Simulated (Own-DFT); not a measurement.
InGa$_{3}$As$_{4}$ (zincblende random alloy, strained, atoms displaced), In$_{3}$GaP$_{4}$ (zincblende random alloy, atoms displaced), Al$_{3}$GaAs$_{4}$ (zincblende random alloy, atoms displaced) (calculated)

All values are calculated (Own-DFT development build). A calculation, not a measurement: plane-wave PBE density functional theory by an unreviewed code, no spin, of a simulated periodic cell, stress positive in tension, free energy of the whole cell less one offset for each atom, forces on such cells passed a denser k mesh, this cell's mesh not checked; offsets are fitted by least squares, one for each functional and potential file, so energies compare only between cells with the same atoms and settings and are not formation energies; the far tail of each file's local potential was reset to the Coulomb form; each entry is a single point on an unrelaxed cell, so the pressure reflects the starting lattice, mostly measured values, from which strain is counted, and rises with the displacements; printed positions are rounded, which can move forces by about a meV/angstrom; the program is a retired in-house code; no spin-orbit coupling; before rounding, a Quantum ESPRESSO 7.3.1 run of the same cell and cutoff gave forces within 1 meV/angstrom rms on each cell, which checks the program and not the settings.

Settings shared by all entries: functional PBE; potential files PseudoDojo norm-conserving, scalar-relativistic, standard set; wave cutoff 42 hartree; occupations Fermi-Dirac; smearing width 0.1 eV; k mesh 3 x 3 x 3 centred on Gamma.

(1) InGa$_{3}$As$_{4}$ (zincblende random alloy, strained, atoms displaced)

```
InGa3As4
1.0
     11.3066     0.0000     0.0000
      0.0000    11.3066     0.0000
      0.0000     0.0000    11.6914
Ga As Ga In Ga As In Ga As Ga As Ga In Ga As Ga In As Ga In As Ga In Ga As
4 4 1 2 1 4 2 2 4 4 4 1 1 2 4 3 1 4 3 1 4 2 1 1 4
Direct
  0.00373 0.99912 0.00603
  0.00389 0.24581 0.24756
  0.25565 0.00044 0.24062
  0.24965 0.24308 0.00405
  0.11536 0.11890 0.12228
  0.13021 0.37072 0.37035
  0.36886 0.12553 0.37275
  0.38103 0.37498 0.12067
  0.00062 0.00307 0.49341
  0.00784 0.23874 0.75139
  0.25369 0.00357 0.75689
  0.24803 0.25333 0.50823
  0.11501 0.12491 0.62576
  0.12518 0.36888 0.87236
  0.36696 0.12495 0.87954
  0.37241 0.37545 0.62934
  0.00166 0.50360 0.00466
  0.00618 0.75113 0.24604
  0.25245 0.49468 0.24422
  0.25346 0.75791 0.00178
  0.12118 0.62956 0.12199
  0.12099 0.87529 0.37197
  0.37406 0.62928 0.37228
  0.36702 0.87287 0.12827
  0.00356 0.50287 0.49559
  0.99183 0.75559 0.75484
  0.25088 0.49755 0.74372
  0.24025 0.74652 0.49477
  0.13045 0.62689 0.63543
  0.11810 0.87618 0.88234
  0.37781 0.62961 0.87066
  0.37837 0.87726 0.62902
  0.49849 0.00001 0.00348
  0.50134 0.25118 0.24889
  0.74848 0.98710 0.24803
  0.75531 0.25071 0.99546
  0.63483 0.11838 0.13178
  0.62089 0.37683 0.38119
  0.87764 0.12615 0.37678
  0.88095 0.37335 0.12171
  0.50586 0.99544 0.49702
  0.50072 0.25389 0.75462
  0.75276 0.99659 0.74539
  0.75114 0.24710 0.50253
  0.62513 0.12881 0.61770
  0.62546 0.37812 0.86914
  0.87059 0.12371 0.87410
  0.87452 0.37183 0.62894
  0.50019 0.50034 0.00742
  0.50035 0.75034 0.24748
  0.75214 0.49899 0.25665
  0.75010 0.74656 0.00135
  0.62619 0.63083 0.12583
  0.62326 0.87747 0.37467
  0.87594 0.62354 0.36617
  0.87217 0.87314 0.12978
  0.50417 0.49701 0.49885
  0.50559 0.75244 0.74894
  0.75426 0.50464 0.75278
  0.74954 0.75251 0.49244
  0.61789 0.63224 0.62298
  0.62231 0.88144 0.87379
  0.88044 0.62340 0.88469
  0.87324 0.87544 0.62730
```

* free energy of cell above offsets: -20.392 eV
* pressure: 6.46 GPa
* stress xx: -6.98 GPa
* stress yy: -7.12 GPa
* stress zz: -5.3 GPa
* stress yz: -1.29 GPa
* stress xz: 0.44 GPa
* stress xy: 0.04 GPa

Force:
```csv
element,x (eV/Å),y (eV/Å),z (eV/Å)
Ga,-1.699,-0.394,-0.768
Ga,-0.392,0.215,0.351
Ga,-1.091,0.493,1.106
Ga,-0.416,0.759,0.009
As,1.467,0.727,0.713
As,-0.222,0.304,0.265
As,-0.293,-0.721,1.111
As,-1.568,0.282,-0.629
Ga,-0.064,-0.417,0.515
In,-2.005,1.586,0.955
In,-1.387,-0.995,-1.31
Ga,-0.16,-0.567,-0.435
As,2.281,-1.773,-2.905
As,1.787,0.963,0.879
As,2.519,1.487,1.374
As,0.823,-0.151,-0.608
In,1.05,-1.38,-0.718
In,-0.864,0.06,0.454
Ga,-0.025,0.693,0.081
Ga,-0.544,-1.039,-0.744
As,3.419,-0.407,0.002
As,1.538,1.403,1.113
As,-0.005,-0.731,0.108
As,1.533,0.072,-0.396
Ga,-0.114,-0.295,0.557
Ga,0.536,-0.486,0.094
Ga,0.038,0.083,1.373
Ga,0.722,0.478,0.601
As,-1.173,0.362,-0.942
As,-0.034,-0.612,0.005
As,-0.19,-0.388,0.543
As,0.236,-0.951,-1.438
Ga,-0.016,0.218,0.146
In,0.226,-0.551,0.232
Ga,0.512,0.944,0.769
Ga,-0.636,-0.03,0.322
As,0.025,0.074,-1.478
As,0.806,0.936,-0.657
As,0.246,-1.034,-1.685
As,-1.573,-1.017,1.576
Ga,-1.072,0.699,0.453
Ga,-0.308,-0.693,-0.284
Ga,-0.8,0.721,0.314
In,0.611,1.062,-0.736
As,-1.637,-1.74,2.19
As,-0.841,-0.793,1.977
As,-0.218,-1.279,0.885
As,1.49,1.025,-0.788
Ga,0.271,0.578,-1.164
Ga,-0.222,0.11,0.335
Ga,-0.551,-0.492,-0.769
In,-0.175,1.306,-0.832
As,-1.059,-1.873,1.464
As,0.088,-0.644,-0.418
As,-0.39,-0.229,1.697
As,0.39,1.423,-0.764
Ga,-1.036,0.848,0.465
Ga,-0.555,0.406,0.256
In,-0.141,0.713,-0.935
Ga,0.085,-0.449,0.459
As,0.579,-0.117,-0.797
As,-0.158,0.141,-0.402
As,0.032,1.258,-2.092
As,0.327,-0.179,-1.053
```

(2) In$_{3}$GaP$_{4}$ (zincblende random alloy, atoms displaced)

```
In3GaP4
1.0
     11.5283     0.0000     0.0000
      0.0000    11.5283     0.0000
      0.0000     0.0000    11.5283
In Ga In P In P In Ga P Ga In P In Ga P In Ga P In P Ga In P
2 1 1 4 4 4 1 3 4 1 3 4 3 1 4 3 1 4 4 4 1 3 4
Direct
  0.99781 0.99563 0.00623
  0.99733 0.25364 0.24903
  0.24388 0.01011 0.26015
  0.24846 0.24405 0.01255
  0.13451 0.11708 0.13188
  0.12168 0.37169 0.36946
  0.37820 0.12683 0.37198
  0.38281 0.38645 0.12609
  0.99935 0.99664 0.49610
  0.99796 0.25065 0.74690
  0.23692 0.00585 0.74387
  0.24618 0.25064 0.50356
  0.12745 0.12685 0.61795
  0.12299 0.35697 0.87689
  0.37233 0.11795 0.87099
  0.36994 0.37063 0.63395
  0.98973 0.50115 0.99979
  0.00496 0.75530 0.25794
  0.24101 0.48964 0.24835
  0.24898 0.75974 0.00367
  0.11524 0.62493 0.12582
  0.11691 0.86185 0.36643
  0.37870 0.61741 0.37120
  0.38962 0.85871 0.11771
  0.00811 0.48434 0.50305
  0.00049 0.75003 0.74291
  0.25679 0.49535 0.75065
  0.26399 0.74424 0.50395
  0.12937 0.63033 0.62849
  0.13142 0.87701 0.87775
  0.37432 0.63492 0.86976
  0.37561 0.87740 0.62082
  0.50602 0.99534 0.00675
  0.50612 0.24486 0.26208
  0.75993 0.99460 0.24686
  0.75317 0.25615 0.00709
  0.62404 0.13242 0.13244
  0.62328 0.37247 0.37450
  0.86788 0.11183 0.38501
  0.86335 0.36288 0.11340
  0.49397 0.00715 0.49929
  0.49532 0.25430 0.74621
  0.74629 0.99256 0.75494
  0.74701 0.25672 0.51342
  0.62864 0.12988 0.62995
  0.61875 0.37844 0.87643
  0.86844 0.12867 0.87341
  0.88358 0.36671 0.63376
  0.48541 0.49411 0.00414
  0.49270 0.76335 0.26005
  0.74275 0.50217 0.24773
  0.75966 0.75510 0.99411
  0.61582 0.62897 0.11634
  0.61982 0.87159 0.38351
  0.88196 0.61148 0.36114
  0.87240 0.87256 0.11821
  0.49457 0.48955 0.50385
  0.50720 0.74845 0.74835
  0.75591 0.49358 0.74631
  0.75954 0.75630 0.50515
  0.63859 0.62221 0.63069
  0.62670 0.87236 0.87541
  0.87708 0.63283 0.85942
  0.88873 0.87387 0.61981
```

- free energy of cell above offsets: -26.696 eV
- pressure: 4.89 GPa
- stress xx: -4.81 GPa
- stress yy: -4.83 GPa
- stress zz: -5.02 GPa
- stress yz: 0.47 GPa
- stress xz: -0.63 GPa
- stress xy: -1.03 GPa

Force:
```csv
element,x (eV/Å),y (eV/Å),z (eV/Å)
In,0.503,0.948,-0.961
In,-0.896,-1.454,-0.214
Ga,0.512,-1.397,-0.16
In,1.306,0.47,-0.806
P,-1.074,-0.257,0.754
P,0.612,1.029,0.761
P,-2.094,-0.545,0.101
P,-2.96,-2.705,3.044
In,1.315,0.138,-0.327
In,0.991,-1.981,1.116
In,1.325,-0.798,0.522
In,0.794,0.391,-1.056
P,-1.551,-0.246,-0.048
P,0.438,1.735,0.481
P,0.385,0.35,0.662
P,0.698,0.751,-2.457
In,0.356,-0.252,-0.795
Ga,-1.481,-1.749,-1.774
Ga,0.561,1.106,-0.305
Ga,0.046,-1.011,-0.255
P,1.24,0.727,0.571
P,2.14,1.65,0.876
P,-0.469,-1.549,0.263
P,-2.997,1.625,-0.342
Ga,-0.326,1.253,-0.084
In,1.218,0.504,0.775
In,-1.445,0.908,1.223
In,-0.817,-0.242,-0.946
P,-0.25,-1.958,-1.093
P,-0.462,-0.745,0.371
P,-0.912,-0.19,1.246
P,0.117,0.372,1.028
In,-0.14,0.998,-0.613
In,-0.662,0.917,-1.28
In,-1.572,0.088,0.351
Ga,-2.002,-1.619,-1.917
P,1.382,-0.517,-1.348
P,0.721,0.599,2.43
P,-0.35,2.633,-0.176
P,1.01,1.448,1.541
In,1.063,-0.16,0.539
In,0.825,-1.122,1.377
In,0.826,0.526,-0.825
Ga,0.11,-0.531,-0.699
P,0.143,0.09,-0.852
P,1.076,-0.716,0.576
P,-0.055,0.046,1.107
P,-1.169,1.357,-3.136
In,1.964,2.682,-2.501
In,1.133,-2.105,0.241
In,-0.461,-0.058,-1.088
In,-1.19,-1.585,-0.179
P,0.652,0.351,0.555
P,1.14,0.933,-0.053
P,1.17,1.102,1.645
P,1.42,-0.748,1.894
Ga,0.451,0.603,-0.109
In,-0.246,0.105,-0.462
In,-0.351,-0.152,0.985
In,-0.273,-1.44,-1.122
P,-1.501,-0.32,-1.619
P,-0.359,0.015,0.224
P,-0.321,-1.085,1.261
P,-1.255,0.786,1.081
```

(3) Al$_{3}$GaAs$_{4}$ (zincblende random alloy, atoms displaced)

```
Al3GaAs4
1.0
     11.3183     0.0000     0.0000
      0.0000    11.3183     0.0000
      0.0000     0.0000    11.3183
Ga Al As Al As Al Ga Al Ga As Al Ga Al As Al As Al Ga As Al Ga Al As Al Ga As
1 3 4 4 4 1 1 1 1 4 2 1 1 4 4 4 2 2 4 2 1 1 4 3 1 4
Direct
  0.01195 0.99496 0.00294
  0.00573 0.24857 0.22813
  0.25204 0.99949 0.23830
  0.25976 0.25092 0.99886
  0.12554 0.12094 0.12294
  0.12975 0.36278 0.38125
  0.36558 0.11751 0.37378
  0.37238 0.37955 0.13322
  0.00776 0.99629 0.49453
  0.99546 0.24806 0.75245
  0.24550 0.99832 0.73924
  0.25250 0.25775 0.50561
  0.12048 0.11870 0.62080
  0.12492 0.36392 0.87890
  0.37101 0.12421 0.86300
  0.37947 0.36979 0.62500
  0.99653 0.50353 0.99939
  0.99146 0.74833 0.24845
  0.25620 0.49385 0.25355
  0.25101 0.73813 0.98614
  0.13465 0.62285 0.11796
  0.12778 0.87366 0.37249
  0.37700 0.62471 0.37644
  0.37397 0.87906 0.12759
  0.00470 0.51176 0.50266
  0.98125 0.74703 0.74930
  0.24369 0.50795 0.74228
  0.25544 0.74135 0.50756
  0.12318 0.63415 0.61835
  0.14198 0.87809 0.88084
  0.36414 0.62182 0.86827
  0.37352 0.87159 0.61518
  0.50351 0.99479 0.99664
  0.50187 0.24814 0.26180
  0.74579 0.01038 0.24748
  0.75334 0.25245 0.00300
  0.62657 0.13263 0.11733
  0.62809 0.37042 0.37975
  0.88187 0.11637 0.37636
  0.88805 0.37975 0.12016
  0.49586 0.01428 0.49745
  0.50850 0.24844 0.74486
  0.76245 0.00216 0.75093
  0.74538 0.25358 0.48511
  0.63134 0.13169 0.62279
  0.62648 0.37894 0.86625
  0.87808 0.12130 0.87903
  0.88058 0.38242 0.63153
  0.50055 0.49890 0.99103
  0.49432 0.74684 0.25359
  0.74689 0.51304 0.25223
  0.74703 0.76225 0.00298
  0.62584 0.62315 0.12901
  0.63225 0.86519 0.36620
  0.86334 0.63374 0.37583
  0.87370 0.87097 0.13173
  0.49994 0.49086 0.50330
  0.49922 0.73913 0.73921
  0.75013 0.49370 0.75330
  0.76550 0.75706 0.49947
  0.61993 0.63055 0.62190
  0.62174 0.85887 0.87102
  0.87352 0.62053 0.86732
  0.88640 0.88562 0.62148
```

- free energy of cell above offsets: -15.772 eV
- pressure: 3.8 GPa
- stress xx: -3.79 GPa
- stress yy: -3.76 GPa
- stress zz: -3.84 GPa
- stress yz: -0.07 GPa
- stress xz: -0.29 GPa
- stress xy: 0.37 GPa

Force:
```csv
element,x (eV/Å),y (eV/Å),z (eV/Å)
Ga,-0.96,-0.598,-0.18
Al,-0.21,-0.104,2.387
Al,-0.822,-0.189,1.121
Al,-0.212,-0.341,0.232
As,1.113,0.481,-0.657
As,-1.247,1.459,-1.17
As,0.085,1.234,-0.068
As,1.542,-1.039,-1.129
Al,0.33,0.172,-0.426
Al,0.518,-0.228,-0.334
Al,0.538,-0.244,0.126
Al,-0.022,-1.684,0.066
As,0.167,1.236,0.257
As,-0.071,1.157,-0.445
As,0.922,-0.143,0.514
As,-0.277,0.692,0.718
Al,1.383,0.313,-0.927
Ga,1.476,-0.344,0.156
Al,-1.271,0.807,0.737
Ga,0.01,1.29,1.657
As,-0.994,-0.274,1.036
As,0.419,-0.713,-0.3
As,-0.125,-0.884,0.337
As,0.73,-1.294,-1.093
Al,-0.683,-1.25,-1.014
Al,2.082,0.886,0.056
Ga,-0.485,-1.534,0.098
Al,-0.164,0.916,-1.669
As,-0.588,-0.015,1.332
As,-1.709,-0.442,-1.211
As,2.054,-0.52,-0.483
As,0.814,0.786,0.872
Al,-0.355,0.323,-0.398
Al,-0.564,-0.257,-0.89
Al,0.245,-0.772,0.18
Al,0.282,0.551,-0.689
As,-0.733,-0.324,0.581
As,-0.854,1.781,-1.473
As,-0.406,1.313,-0.95
As,-1.936,0.155,0.701
Al,1.023,-1.603,0.044
Al,-0.635,-0.103,0.576
Ga,-1.246,-0.381,-0.065
Ga,2.354,-1.18,1.765
As,0.226,-0.803,-0.188
As,-0.329,-1.049,1.258
As,0.157,0.205,0.572
As,-0.25,-0.519,-1.154
Al,-0.301,0.132,0.77
Al,0.419,0.417,-0.467
Ga,0.331,-1.695,0.021
Al,0.548,-1.521,0.106
As,-0.938,0.649,-1.354
As,-0.591,1.4,0.712
As,2.025,-1.488,-0.077
As,-0.086,1.446,-0.893
Al,0.185,0.932,-0.33
Al,-1.236,1.083,0.858
Al,-0.135,1.226,-1.267
Ga,-1.76,0.825,1.004
As,1.777,-1.415,-0.795
As,-0.095,1.416,-0.61
As,-0.776,0.283,1.51
As,-0.688,-0.62,0.345
```
